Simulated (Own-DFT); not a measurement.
# Response to strain: diamond-structure SiGeSn with randomly placed atoms, 64 atoms (Ge52Si8Sn4)

These are calculations, not measurements. The program, named Own-DFT, is a retired in-house plane-wave density functional code that no person has reviewed. Each row is one single-point run on a periodic cell that was not relaxed, without spin or spin-orbit coupling.

Settings of every run: PBE; PseudoDojo norm-conserving scalar-relativistic files; cutoff 49 hartree; 3 x 3 x 3 k mesh centred on Gamma; Fermi-Dirac smearing of 0.1 eV.

Known limits: forces on such cells moved up to 12 meV/angstrom on a denser k mesh; stress not checked against mesh or cutoff.

Unstrained cell vectors in Å: (11.363, 0.000, 0.000); (0.000, 11.363, 0.000); (0.000, 0.000, 11.363). The unstrained cell has measured lattice constants (interpolated for alloys), not those of this functional. That, the random moves and any unrelaxed bonds set the pressure at no strain. Each run strains this cell uniformly, with the atoms carried along. Every atom was also moved at random, by a Gaussian of width 0.05 Å on each axis. The random placing of the alloy's atoms differs from row to row. Strain is the symmetric tensor, in per cent. Stress is positive in tension, and the pressure is minus a third of its trace.

```
run  e_xx (%)  e_yy (%)  e_zz (%)  s_xx (GPa)  s_yy (GPa)  s_zz (GPa)  P (GPa)  E (meV/atom)
  1     -1.00     -1.00      0.00       -6.49       -6.39       -5.87     6.25          40.2
  2      0.50      0.50      0.00       -3.75       -3.73       -4.25     3.91          20.9
  3     -2.50     -2.50      0.00       -9.42       -9.35       -7.68     8.81          52.3
  4     -2.00     -2.00      0.00       -8.63       -8.70       -7.07     8.13          61.9
  5      2.50      2.50      0.00       -0.68       -0.61       -1.98     1.09           0.0
  6     -0.25     -0.25      0.00       -5.05       -5.01       -4.85     4.97          23.7
  7     -1.25     -1.25      0.00       -7.17       -7.09       -6.18     6.82          48.9
  8     -0.50     -0.50      0.00       -5.33       -5.69       -5.25     5.42          31.0
  9     -2.25     -2.25      0.00           ?           ?           ?        ?             ?
```

E is the free energy for each atom above the lowest run shown.

## Worked fit

The change of volume is close to e_xx + e_yy + e_zz. A straight line through the runs shown gives P = 4.81 - 78 x (fractional change of volume) GPa, with an error of 2 on the slope and a scatter of 0.20 GPa. The strain isn't the same on all axes, but the crystal is cubic, so the slope still estimates the bulk modulus, averaged over pressures from 1.1 to 8.8 GPa.

## Withheld run

Question: what pressure should run 9 give? Its volume changes by -4.45 %.

The line gives 8.3 GPa. The calculation gave 8.56 GPa.
